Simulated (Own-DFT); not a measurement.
# PBE against PBEsol on the same cells

All numbers below are calculated, not measured. They come from Own-DFT, an in-house plane-wave density functional program, since retired, whose code no person has reviewed. Each row is one single-point run on a periodic cell that was not relaxed, without spin or spin-orbit coupling.

Known limits: forces on such cells failed a check on a denser k mesh; stress not checked against mesh or cutoff.

Each cell was run twice at the same cutoff, k mesh and smearing, with PBE and with PBEsol, on PseudoDojo norm-conserving files made for PBE. Atoms were moved at random from their sites; u is the rms move along one axis. Files made for PBEsol would give a somewhat different change.

| cell | atoms | volume (Å³/atom) | u (Å) | cutoff (hartree) | P with PBE (GPa) | P with PBEsol (GPa) | change (GPa) |
|---|---|---|---|---|---|---|---|
| C11b WSi2 with one W on a Si site (Si19W11) | 30 | 13.44 | 0.047 | 50 | 11.16 | 6.76 | -4.40 |
| C11b WSi2 with one W on a Si site (Si19W11) | 30 | 13.44 | 0.046 | 50 | 11.14 | 6.73 | -4.41 |
| C11b WSi2 with one W on a Si site (Si19W11) | 30 | 13.44 | 0.028 | 50 | 9.56 | 5.18 | -4.38 |
| C40 NbSi2 (Nb12Si24) | 36 | 14.64 | 0.050 | 42 | 2.48 | -1.17 | -3.66 |
| C40 NbSi2 (Nb12Si24) | 36 | 14.33 | 0.049 | 42 | 6.62 | 2.87 | -3.75 |
| C40 NbSi2 (Nb12Si24) | 36 | 14.64 | 0.090 | 42 | 6.83 | 3.17 | -3.66 |
| D0_22 TiAl3 (Al30Ti10) | 40 | 15.35 | 0.050 | 42 | 4.89 | 2.94 | -1.94 |
| D0_22 TiAl3 (Al30Ti10) | 40 | 15.63 | 0.098 | 42 | 4.56 | 2.65 | -1.91 |
| D0_22 TiAl3 (Al30Ti10) | 40 | 15.62 | 0.050 | 42 | 3.05 | ? | ? |
| L1_0 TiAl (Al16Ti16) | 32 | 16.06 | 0.096 | 42 | 3.41 | 0.56 | -2.84 |
| L1_0 TiAl (Al16Ti16) | 32 | 15.86 | 0.054 | 42 | 3.55 | 0.65 | -2.91 |
| L1_0 TiAl (Al16Ti16) | 32 | 15.92 | 0.048 | 42 | 3.06 | 0.18 | -2.88 |

## Worked reading

Mean change of pressure by composition, in GPa: Si19W11, -4.40; NbSi2, -3.69; AlTi, -2.88; Al3Ti, -1.93. At a fixed cell PBEsol gives the lower pressure, because it favours a smaller volume than PBE. Here the change varies more between materials than between cells of one material.

## Withheld value

Question: what PBEsol pressure should the Al30Ti10 cell with the blank give?

Adding the mean change of the cells with its composition, -1.93 GPa, to 3.05 gives 1.1 GPa. The calculation gave 1.14 GPa.
